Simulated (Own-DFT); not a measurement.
# Short bonds, stiff crystals?

Calculated, not measured: single-point runs of Own-DFT, a retired in-house plane-wave DFT program that no person has reviewed, on unrelaxed cells, without spin or spin-orbit coupling.

Caveats (not all hold for every row): forces on such cells moved up to 12 meV/angstrom on a denser k mesh; forces not confirmed at this smearing and k mesh; k mesh not checked against a denser one; forces on such cells passed a denser k mesh, each cell not checked; stress not checked against mesh or cutoff.

All runs are PBE with PseudoDojo norm-conserving files; cutoff and k mesh are each material's own. Every cell starts from measured lattice constants and was given uniform random strains and small random moves of its atoms. Each triple is the change of volume in per cent, the rms move u in Å and the pressure in GPa.

- 4H SiC (C36Si36), 10.36 Å³/atom unstrained: (-1.94, 0.054, 10.31); (-1.10, 0.047, 7.67); (0.87, 0.048, 3.84); (0.98, 0.050, 3.37); (1.06, 0.049, 2.68); (1.96, 0.054, 2.11); (3.81, 0.053, -2.69)
- wurtzite AlN (Al64N64), 10.45 Å³/atom unstrained: (-1.56, 0.050, 8.81); (-0.78, 0.052, 7.33); (0.67, 0.048, 4.76); (0.71, 0.050, 3.99); (0.91, 0.051, 4.14); (1.08, 0.053, 4.22); (2.20, 0.050, 1.24)
- wurtzite GaN (Ga36N36), 11.42 Å³/atom unstrained: (-1.66, 0.048, 11.79); (-0.15, 0.052, 8.81); (0.89, 0.049, 5.77); (0.89, 0.053, 6.47); (1.20, 0.047, 5.18); (1.24, 0.051, 5.43); (1.40, 0.049, 5.03)
- diamond silicon (Si64), 20.02 Å³/atom unstrained: withheld
- zincblende GaAs (As32Ga32), 22.58 Å³/atom unstrained: (-2.83, 0.050, 6.42); (-2.67, 0.051, 6.39); (-1.60, 0.047, 5.21); (-0.93, 0.050, 4.75); (-0.91, 0.054, 4.82); (0.45, 0.049, 3.62); (3.41, 0.052, 1.91)
- grey tin (Sn64), 34.15 Å³/atom unstrained: (-3.21, 0.052, 5.67); (-2.62, 0.050, 5.26); (-1.37, 0.046, 4.48); (-1.07, 0.050, 4.27); (-0.50, 0.050, 4.02); (0.12, 0.052, 3.71); (1.51, 0.050, 2.95)

## Worked fit

Fit a line to each set against the fractional change of volume; B is minus its slope, and u is nearly the same within a set. To take it to zero pressure, assume that B rises by 4 GPa for each GPa: B0 = B - 4 x (mean pressure). The bond length of an ideal tetrahedral crystal with the unstrained volume v is d = (√3/4)(8 v)^(1/3). Cohen's empirical rule reads B0 = (1971 - 220 L) d^(-3.5) GPa, with L = 0 for group IV crystals and SiC and 1 for III-V compounds.

```
                  material  L  d (Å)   B (GPa)  mean P (GPa)  B0 (GPa)  rule (GPa)
          4H SiC (C36Si36)  0  1.888  218 ± 11           3.9  202 ± 11         213
    wurtzite AlN (Al64N64)  1  1.893  196 ± 12           4.9  176 ± 12         188
    wurtzite GaN (Ga36N36)  1  1.950  227 ± 11           6.9  199 ± 11         169
    diamond silicon (Si64)  0  2.352         ?             ?         ?          99
zincblende GaAs (As32Ga32)  1  2.448    73 ± 4           4.7    54 ± 4          76
           grey tin (Sn64)  0  2.810    57 ± 2           4.3    40 ± 2          53
```

A line through ln[B0/(1971 - 220 L)] against ln d has a slope of -4.4 ± 0.4 and a scatter of 14 %. Against the rule, B0 stands at 95 % for 4H SiC, 94 % for wurtzite AlN, 118 % for wurtzite GaN, 71 % for zincblende GaAs, 75 % for grey tin. PBE tends to make silicon and heavier crystals too soft, and the rule itself is only a guide.

## Prediction

Question: what B0 does the fitted trend give for diamond silicon (Si64)?

From the line: 82 GPa. Its own runs give B = 102 ± 3 GPa at a mean pressure of 2.5 GPa, so B0 = 92 GPa.
